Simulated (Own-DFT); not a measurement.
# Computed records: GaN (wurtzite, strained, atoms displaced)

A calculation, not a measurement: plane-wave PBE density functional theory by an unreviewed code, no spin, of a simulated periodic cell, stress positive in tension, free energy of the whole cell less one offset for each atom, forces on such cells passed a denser k mesh, this cell's mesh not checked; offsets are fitted by least squares, one for each functional and potential file, so energies compare only between cells with the same atoms and settings and are not formation energies; the far tail of each file's local potential was reset to the Coulomb form; each entry is a single point on an unrelaxed cell, so the pressure reflects the starting lattice, mostly measured values (interpolated for alloys), from which strain is counted, and rises with the displacements; printed positions are rounded, which can move forces by about a meV/angstrom; the program, named Own-DFT, is a retired in-house code; no spin-orbit coupling. Program: Own-DFT development build.

### GaN (wurtzite, strained, atoms displaced)

```
cell vectors (Å)
  12.7560     0.0000     0.0000
  -4.7835     8.2853     0.0000
   0.0000     0.0000    10.6033
atoms (fractions of the cell vectors)
Ga  0.08334  0.22533  0.00349
Ga  0.15968  0.10725  0.24825
N   0.08793  0.22664  0.18276
N   0.17005  0.11063  0.44432
Ga  0.08069  0.21665  0.50214
Ga  0.16699  0.10624  0.75580
N   0.08516  0.23172  0.69443
N   0.16706  0.10508  0.94401
Ga  0.08155  0.54766  0.99911
Ga  0.17282  0.45456  0.25204
N   0.08027  0.54993  0.18603
N   0.16124  0.44169  0.44621
Ga  0.08124  0.56618  0.49668
Ga  0.16225  0.44451  0.74326
N   0.08881  0.55583  0.68403
N   0.16974  0.44432  0.93402
Ga  0.08377  0.89151  0.00049
Ga  0.16523  0.77458  0.25370
N   0.08374  0.88919  0.19434
N   0.16572  0.78560  0.44996
Ga  0.08060  0.88629  0.49803
Ga  0.16537  0.77785  0.75595
N   0.08772  0.90371  0.68879
N   0.17536  0.78673  0.94280
Ga  0.33712  0.22253  0.00092
Ga  0.41154  0.10737  0.25334
N   0.33688  0.23794  0.18836
N   0.41949  0.11518  0.43555
Ga  0.32961  0.22527  0.50342
Ga  0.41691  0.11137  0.74764
N   0.33431  0.22797  0.68049
N   0.41084  0.09702  0.93865
Ga  0.32320  0.54527  0.00037
Ga  0.41382  0.44199  0.24432
N   0.32957  0.55169  0.18417
N   0.42199  0.44918  0.44126
Ga  0.33072  0.55002  0.50180
Ga  0.41179  0.44711  0.75780
N   0.33344  0.55077  0.68832
N   0.41495  0.43849  0.94238
Ga  0.33954  0.89279  0.00297
Ga  0.42117  0.77747  0.24590
N   0.33107  0.88277  0.19042
N   0.41640  0.77828  0.43097
Ga  0.34225  0.88693  0.49160
Ga  0.42266  0.77876  0.75510
N   0.33939  0.89178  0.68846
N   0.42528  0.79257  0.94893
Ga  0.58725  0.21900  0.99812
Ga  0.66207  0.11331  0.25342
N   0.58591  0.22739  0.19248
N   0.67298  0.11903  0.43513
Ga  0.58544  0.22581  0.50244
Ga  0.66892  0.11942  0.73703
N   0.58424  0.22349  0.68367
N   0.67053  0.11105  0.94567
Ga  0.58613  0.56271  0.99443
Ga  0.67141  0.45133  0.24718
N   0.58736  0.56411  0.18772
N   0.65979  0.44071  0.43893
Ga  0.57712  0.54787  0.50151
Ga  0.67271  0.44746  0.74738
N   0.58438  0.55343  0.68153
N   0.67667  0.45415  0.93704
Ga  0.58926  0.89070  0.99795
Ga  0.66856  0.78451  0.24953
N   0.59740  0.90040  0.18842
N   0.65932  0.76811  0.44326
Ga  0.57633  0.87927  0.50202
Ga  0.66967  0.77915  0.74860
N   0.57782  0.88377  0.68642
N   0.66406  0.77820  0.93586
Ga  0.84311  0.22897  0.99864
Ga  0.91511  0.10374  0.25041
N   0.84413  0.23003  0.18650
N   0.90962  0.10513  0.43161
Ga  0.82705  0.21513  0.49681
Ga  0.91383  0.10986  0.75642
N   0.83918  0.23848  0.68631
N   0.92247  0.11532  0.94127
Ga  0.83312  0.55839  0.00454
Ga  0.91246  0.44089  0.25127
N   0.83110  0.54400  0.19001
N   0.91873  0.44882  0.43475
Ga  0.82658  0.54786  0.49740
Ga  0.91923  0.43940  0.75098
N   0.83110  0.55580  0.69919
N   0.91543  0.44519  0.93744
Ga  0.84188  0.89147  0.99758
Ga  0.91096  0.77179  0.24302
N   0.83709  0.89576  0.18672
N   0.92001  0.77902  0.43767
Ga  0.82734  0.88634  0.50646
Ga  0.91438  0.78198  0.75168
N   0.82707  0.88775  0.69079
N   0.92381  0.77664  0.93998
```

```
functional                        : PBE
potential files                   : PseudoDojo norm-conserving, scalar-relativistic, standard set with the stringent files for Ga
wave cutoff                       : 96 hartree
occupations                       : Gaussian
smearing width                    : 0.01 eV
k mesh                            : 3 x 4 x 3 centred on Gamma
free energy of cell above offsets : -5.557 eV
pressure                          : 2.86 GPa
stress xx                         : -5.1 GPa
stress yy                         : -5.93 GPa
stress zz                         : 2.45 GPa
stress yz                         : -0.64 GPa
stress xz                         : -0.56 GPa
stress xy                         : -0.05 GPa
```

Force:
```
element  x (eV/Å)  y (eV/Å)  z (eV/Å)
     Ga     1.348    -0.061    -0.505
     Ga      1.01     1.051     0.717
      N    -0.672    -0.033     1.268
      N    -1.471    -0.074    -1.353
     Ga    -0.382     0.102     0.243
     Ga    -0.186      2.23     0.121
      N    -0.053    -2.582    -0.766
      N    -0.387     1.484    -0.602
     Ga     -0.07     1.405     0.148
     Ga    -1.083    -1.465     0.673
      N     0.058     0.775     0.393
      N     0.394     0.497     -1.13
     Ga     0.783    -1.072     0.726
     Ga     1.451     0.711     0.942
      N    -2.021     1.008     0.302
      N    -1.388    -0.537    -0.452
     Ga     1.512    -0.535     0.952
     Ga    -0.173    -0.136     0.027
      N    -0.213    -0.684    -0.866
      N     1.807    -0.396    -1.871
     Ga    -0.306     1.139      1.04
     Ga     0.666     0.514    -0.611
      N      -0.4    -2.832    -0.264
      N    -0.887    -1.477    -0.312
     Ga    -0.102    -0.899     0.439
     Ga     0.261     0.919    -0.451
      N     0.267    -3.604    -0.549
      N    -0.235    -0.394     0.592
     Ga     1.371     0.108    -0.842
     Ga    -0.373    -0.029     0.066
      N     0.196      -0.4     2.263
      N     0.516       3.2    -0.645
     Ga     1.706     1.808     0.152
     Ga     0.802     2.179     1.507
      N     0.762     1.032     0.263
      N    -2.065    -1.063    -1.414
     Ga     0.087     0.216     -0.05
     Ga     1.603    -0.656    -0.875
      N    -0.797     1.149     0.149
      N    -0.117     1.064    -0.531
     Ga     -0.74    -1.215     0.768
     Ga     0.186     0.158    -0.411
      N     0.109     0.629     0.147
      N     0.885    -1.233    -0.079
     Ga    -2.313     1.186     1.671
     Ga    -1.756    -0.391     0.523
      N    -0.324    -0.715    -0.391
      N     0.331    -2.469    -1.257
     Ga    -0.786     0.602     0.544
     Ga     1.437      0.73    -0.691
      N    -0.788    -0.405    -0.906
      N    -1.749    -1.626       0.6
     Ga    -0.429    -0.601    -0.954
     Ga     0.434    -1.026      1.65
      N    -0.311     0.372     0.614
      N     0.583     0.565    -1.711
     Ga     0.301    -1.063     0.925
     Ga     -1.59    -0.924      0.77
      N    -0.115    -0.321    -0.487
      N     0.992     0.611    -0.634
     Ga     0.883     0.707     0.205
     Ga    -1.805    -0.507      0.74
      N    -0.355     0.169     1.841
      N    -1.601    -1.247    -0.151
     Ga    -0.325     0.635      0.94
     Ga     0.679    -0.703     0.858
      N    -1.798    -0.769    -0.319
      N     0.497     1.092    -0.747
     Ga     0.616     0.769    -0.389
     Ga    -1.683    -1.317     0.197
      N     1.505     1.262    -0.136
      N     1.648     0.503    -0.523
     Ga    -1.336    -0.619     1.053
     Ga     0.016     2.118     -0.25
      N    -0.951     -1.31    -0.037
      N     0.777     0.043     1.395
     Ga     1.775     1.726     0.262
     Ga     0.433     0.888    -0.726
      N     0.153     -3.31     -0.79
      N    -0.407    -0.744     -0.75
     Ga     0.994    -0.404    -0.327
     Ga     1.514    -0.089     0.252
      N    -0.344     1.875    -0.785
      N    -0.669    -0.743      0.52
     Ga     0.311     0.939     0.614
     Ga    -0.416     2.835     0.505
      N     1.931     0.884    -1.853
      N     0.571     0.397    -0.173
     Ga     -1.07    -0.271     0.423
     Ga     0.705     0.412     1.269
      N     0.153    -1.718    -0.796
      N    -1.648    -0.706    -0.144
     Ga      0.54    -0.344    -1.228
     Ga     1.169    -0.318    -0.197
      N     1.297     1.182    -0.097
      N    -1.333     0.154    -0.245
```
